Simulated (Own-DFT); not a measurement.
# Computed records: Hf36O71 (tetragonal hafnia with one neutral oxygen vacancy, atoms displaced)

Computed with Own-DFT development build. A calculation, not a measurement: plane-wave PBE and HSE06 DFT by an unreviewed code, no spin, of a simulated cell at Gamma alone, so results move with cell size and shape, stress positive in tension, energies less offsets, not probed for a lower state with spin; hafnium file: forces about 75 meV/angstrom off all-electron values; oxygen file: force components 24 meV/angstrom off all-electron in a glass; k mesh not checked against a denser one; forces and stress are PBE's, HSE06 gives the energy alone, and its difference from PBE has offsets of its own; offsets are fitted by least squares, one for each functional and potential file, so energies compare only between cells with the same atoms and settings and are not formation energies; the far tail of each file's local potential was reset to the Coulomb form; each entry is a single point on an unrelaxed cell, so the pressure reflects the starting lattice, taken from the Materials Project, from which strain is counted, and rises with the displacements; printed positions are rounded, which can move forces by about a meV/angstrom; the program is a retired in-house code; no spin-orbit coupling.

Settings shared by all entries: first functional PBE; second functional HSE06; exact exchange share 0.25; screening 0.11 1/bohr; exchange divergence Gygi-Baldereschi; potential files PseudoDojo norm-conserving, scalar-relativistic, made for PBE, standard set; wave cutoff 48 hartree; occupations fixed; k mesh 1 x 1 x 1 centred on Gamma.

(1) Hf36O71 (tetragonal hafnia with one neutral oxygen vacancy, atoms displaced)

```
CELL_PARAMETERS angstrom
10.78000 0.00000 0.00000
0.00000 10.78000 0.00000
0.00000 0.00000 10.44930
ATOMIC_POSITIONS crystal
Hf 0.00155 0.99875 0.00449
Hf 0.17645 0.16420 0.24148
O 0.00672 0.14830 0.14400
O 0.16883 0.99285 0.34857
O 0.00244 0.17278 0.40003
O 0.16537 0.99891 0.09564
Hf 0.99212 0.00288 0.50912
Hf 0.16282 0.15783 0.75234
O 0.00233 0.17528 0.65690
O 0.15385 0.99633 0.84662
O 0.99684 0.16518 0.88793
O 0.17004 0.99375 0.60943
Hf 0.98605 0.31910 0.99773
Hf 0.14958 0.49877 0.25648
O 0.00117 0.50929 0.16887
O 0.17356 0.34870 0.34264
O 0.01679 0.50108 0.39985
O 0.17217 0.32545 0.11463
Hf 0.99759 0.34045 0.50110
Hf 0.16598 0.49821 0.74686
O 0.99838 0.50078 0.65971
O 0.16099 0.32969 0.84652
O 0.00217 0.48814 0.90405
O 0.17135 0.32601 0.59332
Hf 0.99922 0.66913 0.99891
Hf 0.17009 0.82704 0.24909
O 0.00609 0.83070 0.15029
O 0.15611 0.66417 0.34654
O 0.99109 0.82417 0.39833
O 0.17375 0.66594 0.09671
Hf 0.98835 0.65154 0.49921
Hf 0.15695 0.83343 0.75682
O 0.99354 0.84827 0.66198
O 0.16571 0.66100 0.84520
O 0.00475 0.83166 0.90993
O 0.17409 0.65884 0.59689
Hf 0.32619 0.00869 0.00386
Hf 0.50219 0.15882 0.24570
O 0.33635 0.15678 0.15530
O 0.51197 0.99162 0.32991
O 0.33187 0.15897 0.41461
O 0.49850 0.01265 0.09929
Hf 0.35233 0.99787 0.50276
Hf 0.49903 0.15948 0.73936
O 0.32391 0.15455 0.64520
O 0.50680 0.99755 0.84138
O 0.33731 0.17177 0.91345
O 0.50698 0.00063 0.59704
Hf 0.33035 0.32487 0.99408
Hf 0.50966 0.50482 0.26119
O 0.32660 0.49198 0.15192
O 0.49974 0.33357 0.35064
O 0.33068 0.50129 0.40828
O 0.50197 0.33708 0.11144
Hf 0.32519 0.32846 0.48693
Hf 0.50365 0.49514 0.75729
O 0.34526 0.49050 0.65414
O 0.50960 0.32476 0.84422
O 0.33286 0.50487 0.90896
O 0.48625 0.33962 0.59788
Hf 0.32310 0.66301 0.98795
Hf 0.49885 0.83066 0.25012
O 0.33001 0.83751 0.14706
O 0.50098 0.66350 0.34573
O 0.32032 0.84598 0.39258
O 0.50535 0.65984 0.09899
Hf 0.32658 0.68215 0.51527
Hf 0.49109 0.83373 0.75019
O 0.33405 0.84189 0.65529
O 0.48815 0.68318 0.85063
O 0.33011 0.81523 0.89367
O 0.49610 0.66735 0.59819
Hf 0.65260 0.01143 0.01977
Hf 0.84079 0.16820 0.24864
O 0.66126 0.17370 0.15053
O 0.83116 0.00699 0.34486
O 0.67747 0.16338 0.40855
O 0.82375 0.99608 0.10389
Hf 0.68150 0.99131 0.50363
Hf 0.83601 0.16327 0.74854
O 0.67319 0.17474 0.64743
O 0.83671 0.99990 0.83234
O 0.82006 0.99538 0.60106
Hf 0.65807 0.32198 0.99217
Hf 0.83085 0.49604 0.24334
O 0.66915 0.50185 0.15608
O 0.83060 0.33132 0.34822
O 0.66614 0.50505 0.39556
O 0.82994 0.33972 0.09748
Hf 0.66400 0.33470 0.51267
Hf 0.83699 0.51096 0.74576
O 0.67000 0.49229 0.65182
O 0.82288 0.33828 0.85700
O 0.65944 0.49799 0.90824
O 0.84544 0.33141 0.58611
Hf 0.65548 0.65705 0.01516
Hf 0.83217 0.82452 0.25396
O 0.65234 0.83266 0.15325
O 0.83477 0.67256 0.35673
O 0.66091 0.83809 0.41074
O 0.83004 0.65860 0.09645
Hf 0.65909 0.67417 0.50573
Hf 0.84035 0.82697 0.75189
O 0.66158 0.83026 0.64972
O 0.82147 0.66804 0.83898
O 0.67027 0.82980 0.90407
O 0.84449 0.67798 0.60183
```

- PBE energy of cell above offsets: -87.324 eV
- HSE06 less PBE above offsets: 0.515 eV
- PBE pressure: 5.86 GPa
- PBE stress xx: -6.89 GPa
- PBE stress yy: -4.77 GPa
- PBE stress zz: -5.93 GPa
- PBE stress yz: -0.13 GPa
- PBE stress xz: 1.76 GPa
- PBE stress xy: 0.21 GPa

Force:
```
element  x (eV/Å)  y (eV/Å)  z (eV/Å)
     Hf    -1.953     0.117    -0.075
     Hf     -1.94     0.371     2.751
      O    -1.175     1.211     0.073
      O    -1.392     1.523    -0.838
      O    -0.182    -0.532     0.358
      O     0.647     0.437    -0.236
     Hf     2.608    -0.655    -1.877
     Hf     0.419      1.35     -1.83
      O    -0.557    -1.277    -1.382
      O     0.912     0.409     1.966
      O    -0.214    -0.306     1.837
      O    -1.415    -0.026     -1.22
     Hf     1.841     1.326    -0.689
     Hf      7.35     2.082    -1.661
      O     -3.42    -0.146    -3.423
      O     0.127    -5.459     1.926
      O    -2.689    -1.013     1.855
      O    -1.553    -1.103    -2.701
     Hf      3.02    -2.094    -1.522
     Hf     2.273    -1.266     0.332
      O      0.63     0.252    -1.777
      O     1.057    -0.159     0.209
      O    -0.501     1.454     0.591
      O    -1.692     0.871     0.672
     Hf       0.9    -1.739     1.735
     Hf     -0.12    -0.076     1.049
      O    -1.918     0.024    -0.248
      O     0.667     1.618     0.583
      O     -0.27      1.63      1.67
      O    -2.703     0.474    -0.398
     Hf     3.415      2.86    -2.162
     Hf     1.702     0.176    -1.056
      O     2.165    -0.159    -1.291
      O    -1.114      0.11    -0.043
      O    -0.385    -0.436    -1.188
      O    -3.499     0.171     1.654
     Hf     1.057    -2.971     0.146
     Hf     0.482     2.777      2.06
      O     0.128    -0.207    -0.923
      O    -0.791     1.663     2.155
      O     0.306    -0.228    -2.782
      O    -2.819    -0.386      0.05
     Hf    -3.782     0.131    -0.256
     Hf     0.201     0.533    -0.408
      O     1.728     0.065     2.135
      O    -0.727      1.34     1.093
      O    -0.337      -3.6    -2.733
      O      1.12     0.567     0.078
     Hf    -0.212     6.346     4.356
     Hf    -3.298    -2.653     -1.78
      O     0.744     0.526     0.697
      O     0.346    -1.241     0.267
      O     0.538     1.453     0.737
      O    -0.469     -1.01    -2.547
     Hf     1.133     2.907     0.601
     Hf    -0.849     0.984    -0.428
      O    -2.253     1.195     1.558
      O     -0.15    -0.289     0.578
      O     0.469    -3.635    -2.313
      O     2.405    -1.371     0.349
     Hf     1.901    -0.424     3.492
     Hf    -1.899    -2.007    -0.587
      O     1.421      0.47     -0.31
      O      0.23     2.905     1.645
      O     1.752     -2.37     1.564
      O    -3.765     0.056     1.379
     Hf     1.801    -2.095    -3.822
     Hf     2.763    -0.418      1.02
      O    -1.355    -0.603    -1.339
      O     1.325    -3.852     -0.25
      O    -1.352     5.319    -0.343
      O     0.434     0.093     0.302
     Hf     3.528    -2.205    -4.306
     Hf    -0.923    -0.234     1.094
      O      1.81    -0.509    -0.434
      O     0.571    -1.888     0.769
      O    -0.804      0.51    -0.139
      O     1.032     0.305     -0.73
     Hf    -4.374     2.513    -2.387
     Hf    -0.463     0.915     0.874
      O    -1.151     0.327     1.404
      O      0.36     0.065     1.354
      O     5.204     0.617     1.529
     Hf    -0.332     0.684     0.813
     Hf    -1.078     0.141     1.124
      O     0.059     0.089    -0.445
      O     0.654     1.018    -0.742
      O     0.554     -0.19     1.725
      O     0.409    -0.755     0.574
     Hf    -1.119    -0.657    -2.305
     Hf    -1.439     -1.87     2.094
      O     0.225     0.508     -0.04
      O     0.279    -1.063    -1.381
      O    -0.646     0.169    -0.521
      O    -2.901     0.511     2.099
     Hf     1.969     1.875    -3.372
     Hf     0.938     1.897    -0.904
      O     2.239     0.013     0.505
      O    -0.482    -2.381    -0.226
      O     0.601    -2.287    -1.673
      O     1.037     0.897     0.516
     Hf    -0.007    -0.485    -0.493
     Hf     -4.74     1.636     1.117
      O       0.9    -0.604     0.199
      O     1.563      -1.4     1.336
      O     0.029     0.767     1.217
      O    -2.776    -0.927     0.667
```

(2) Hf36O71 (tetragonal hafnia with one neutral oxygen vacancy, atoms displaced)

```
CELL_PARAMETERS angstrom
10.78000 0.00000 0.00000
0.00000 10.78000 0.00000
0.00000 0.00000 10.44930
ATOMIC_POSITIONS crystal
Hf 0.01107 0.00293 0.00057
Hf 0.17501 0.17048 0.24709
O 0.99461 0.15308 0.15953
O 0.16984 0.00833 0.33953
O 0.99450 0.16686 0.40151
O 0.16860 0.99979 0.09306
Hf 0.00237 0.99868 0.49690
Hf 0.16491 0.17175 0.74862
O 0.99829 0.16510 0.65039
O 0.16953 0.99985 0.84582
O 0.00202 0.16113 0.90645
O 0.17461 0.00117 0.59250
Hf 0.99671 0.34276 0.99703
Hf 0.17058 0.50609 0.24615
O 0.00493 0.49929 0.15338
O 0.16658 0.33731 0.34508
O 0.00007 0.49391 0.40054
O 0.15942 0.34499 0.10555
Hf 0.99920 0.33392 0.51469
Hf 0.17263 0.49285 0.75253
O 0.00140 0.51212 0.64731
O 0.16229 0.33306 0.83990
O 0.99086 0.49692 0.90280
O 0.16457 0.33860 0.60238
Hf 0.00069 0.66243 0.99404
Hf 0.17245 0.83197 0.25547
O 0.00055 0.83652 0.15426
O 0.16407 0.66352 0.34992
O 0.00280 0.83338 0.40526
O 0.16807 0.66477 0.10222
Hf 0.00096 0.66904 0.50007
Hf 0.17365 0.82881 0.74892
O 0.00490 0.83672 0.65848
O 0.17224 0.67590 0.83977
O 0.00748 0.83635 0.90324
O 0.16640 0.66859 0.59570
Hf 0.34080 0.99861 0.99884
Hf 0.49910 0.16767 0.24943
O 0.33391 0.15981 0.15194
O 0.50759 0.00199 0.34499
O 0.33239 0.15569 0.39760
O 0.50118 0.99536 0.09851
Hf 0.33150 0.00281 0.50683
Hf 0.49580 0.16923 0.74675
O 0.33025 0.16740 0.65387
O 0.49697 0.00304 0.83650
O 0.33470 0.16795 0.88880
O 0.50368 0.99332 0.60806
Hf 0.33634 0.33294 0.99512
Hf 0.50150 0.49959 0.24798
O 0.33199 0.49927 0.15280
O 0.50167 0.33602 0.35017
O 0.33231 0.49794 0.39838
O 0.50142 0.33483 0.09183
Hf 0.33277 0.33249 0.49700
Hf 0.49942 0.50139 0.75436
O 0.33044 0.50251 0.64930
O 0.50313 0.33427 0.84427
O 0.33144 0.49824 0.91345
O 0.49714 0.33506 0.60812
Hf 0.33907 0.67499 0.99857
Hf 0.50237 0.83615 0.25482
O 0.33777 0.83259 0.15906
O 0.49435 0.66135 0.34042
O 0.33089 0.83517 0.41245
O 0.50412 0.66948 0.09928
Hf 0.33113 0.66206 0.50494
Hf 0.49898 0.83770 0.74640
O 0.32923 0.83610 0.65361
O 0.49686 0.65975 0.83899
O 0.33652 0.83754 0.90014
O 0.50361 0.66717 0.60119
Hf 0.66567 0.00330 0.00940
Hf 0.83902 0.16662 0.24597
O 0.67058 0.16329 0.15318
O 0.83143 0.99686 0.35046
O 0.66815 0.16883 0.39469
O 0.84100 0.00254 0.09795
Hf 0.67605 0.00286 0.49329
Hf 0.82974 0.16786 0.75455
O 0.66898 0.16124 0.65206
O 0.83346 0.00934 0.84705
O 0.67181 0.17145 0.89487
O 0.83742 0.00002 0.58965
Hf 0.67036 0.33089 0.00032
Hf 0.83529 0.49083 0.24165
O 0.66596 0.50222 0.15029
O 0.82853 0.33517 0.35561
O 0.66647 0.49677 0.40781
O 0.84292 0.33878 0.09881
Hf 0.66647 0.33266 0.49961
Hf 0.84091 0.49971 0.74881
O 0.66612 0.49583 0.65065
O 0.83657 0.34379 0.84222
O 0.67058 0.50351 0.90883
O 0.83250 0.33009 0.59977
Hf 0.66113 0.66308 0.99746
Hf 0.83513 0.84006 0.24925
O 0.66840 0.84010 0.15162
O 0.83209 0.67340 0.33635
O 0.66250 0.82726 0.40493
O 0.83949 0.66725 0.09232
Hf 0.66416 0.66496 0.49881
Hf 0.83288 0.84364 0.74312
O 0.66758 0.83052 0.64444
O 0.83697 0.67315 0.84247
O 0.83052 0.66184 0.60016
```

- PBE stress xx: —
- PBE stress yy: —

Questions
1. Hf36O71 (tetragonal hafnia with one neutral oxygen vacancy, atoms displaced) (entry 2): PBE stress xx?
2. Hf36O71 (tetragonal hafnia with one neutral oxygen vacancy, atoms displaced) (entry 2): PBE stress yy?
3. Give the table of force values for Hf36O71 (tetragonal hafnia with one neutral oxygen vacancy, atoms displaced) (entry 2).

Calculated values
1. -1.82 GPa
2. -2.72 GPa
3. 
Force:
```
element  x (eV/Å)  y (eV/Å)  z (eV/Å)
     Hf    -1.106    -1.739    -0.012
     Hf     -2.27     0.442      0.65
      O     2.601     0.832    -0.869
      O    -0.427    -1.611     0.509
      O     0.114     0.339     0.763
      O     1.993     0.011     0.392
     Hf     0.716     0.893    -0.025
     Hf    -0.393    -2.723     0.032
      O      0.48      0.23     0.593
      O     0.254      0.65    -0.408
      O     0.044      2.72    -0.542
      O    -2.223     0.339     0.402
     Hf      1.65    -2.176     0.842
     Hf    -0.701     -1.07     0.761
      O    -1.103     0.303    -0.879
      O     0.913     -1.18     0.674
      O    -0.335     0.866     0.701
      O     1.177    -1.605    -2.098
     Hf    -0.771    -0.121    -3.027
     Hf    -0.675     2.388    -1.434
      O     0.838    -1.199     1.127
      O     0.103     0.264     1.874
      O     1.047     1.305    -1.194
      O     1.015    -0.147     0.063
     Hf    -0.662     2.707     1.041
     Hf    -1.426     0.376    -0.409
      O     0.972    -0.107     0.596
      O     0.336     1.109     0.322
      O      0.29     0.431    -0.177
      O     0.596      0.43     -1.15
     Hf    -0.918     -1.39    -0.389
     Hf    -2.058     2.568    -0.023
      O    -0.539     0.026    -0.964
      O     0.187    -3.802     1.746
      O    -0.346     -0.58     0.396
      O     0.227     0.078     0.054
     Hf     -1.62     0.788    -0.738
     Hf     0.837    -0.101     0.893
      O     0.958     0.748    -1.183
      O     -0.07     0.166      0.11
      O     0.598     2.567     0.141
      O     -0.17     0.605    -0.053
     Hf     1.679    -1.074    -0.298
     Hf     0.794    -0.141    -0.595
      O     0.118      0.29    -1.222
      O     0.329     0.011     2.252
      O     0.052     0.401     1.807
      O    -0.431     0.603    -1.859
     Hf    -0.519    -0.422     1.165
     Hf    -0.473     0.115     0.238
      O      1.62    -0.079    -0.293
      O    -0.595    -0.997    -0.195
      O     0.144     0.001     0.961
      O    -0.079    -0.547     0.313
     Hf     0.094     0.062    -0.324
     Hf     1.319    -1.381    -2.339
      O      0.41    -0.109     0.621
      O    -0.277     0.215     1.353
      O    -0.362     0.559    -1.488
      O    -0.388    -0.539    -1.682
     Hf    -0.805    -0.601     1.017
     Hf     0.889     -0.67     0.212
      O    -0.355    -0.052    -0.836
      O     0.109     0.866     0.744
      O     0.076    -0.364     -0.75
      O    -0.862    -0.084    -0.686
     Hf     0.532     0.384    -0.686
     Hf     0.967    -0.098    -0.799
      O     1.569    -0.546    -0.292
      O    -0.118     1.988     2.028
      O     0.406    -0.639     0.458
      O    -1.282    -0.136    -0.667
     Hf     1.913    -0.896    -1.117
     Hf    -0.297    -0.176     2.183
      O    -0.908     0.601    -0.992
      O    -0.231     0.882     0.053
      O    -0.418     -0.27     0.773
      O    -1.794    -0.155    -0.347
     Hf    -1.487    -0.386     0.464
     Hf     0.189     0.655    -0.873
      O    -0.378     0.146    -0.516
      O    -0.615     -1.92    -0.095
      O    -0.274    -0.046     1.358
      O      -0.1    -0.304     0.994
     Hf    -0.313      0.65    -0.537
     Hf     0.677     1.863     2.065
      O     0.245    -0.496     0.163
      O     -0.03    -0.353    -1.332
      O    -0.303     0.543    -0.909
      O    -1.829    -0.498     0.194
     Hf     0.249     0.265     0.368
     Hf    -1.682     2.695    -1.442
      O    -0.045    -0.073     1.135
      O    -0.095    -2.561     1.518
      O    -0.338    -1.345    -0.698
      O     0.068     0.346     0.433
     Hf     2.198     1.748     0.346
     Hf     0.584    -1.464    -1.071
      O    -0.246     0.118    -0.239
      O     0.117    -1.397     0.605
      O    -0.341     1.199    -0.657
      O    -1.091    -0.396    -0.714
     Hf     1.092    -0.401     0.598
     Hf     0.306    -1.088     0.734
      O     0.275     0.437     1.415
      O     -0.22    -0.059     0.054
      O     0.426     0.485     -1.18
```

Further results for Hf36O71 (tetragonal hafnia with one neutral oxygen vacancy, atoms displaced) (entry 2):

- PBE energy of cell above offsets: -97.013 eV
- HSE06 less PBE above offsets: 0.044 eV
- PBE pressure: 2.62 GPa
- PBE stress zz: -3.33 GPa
- PBE stress yz: 0.39 GPa
- PBE stress xz: 0.82 GPa
- PBE stress xy: -0.15 GPa
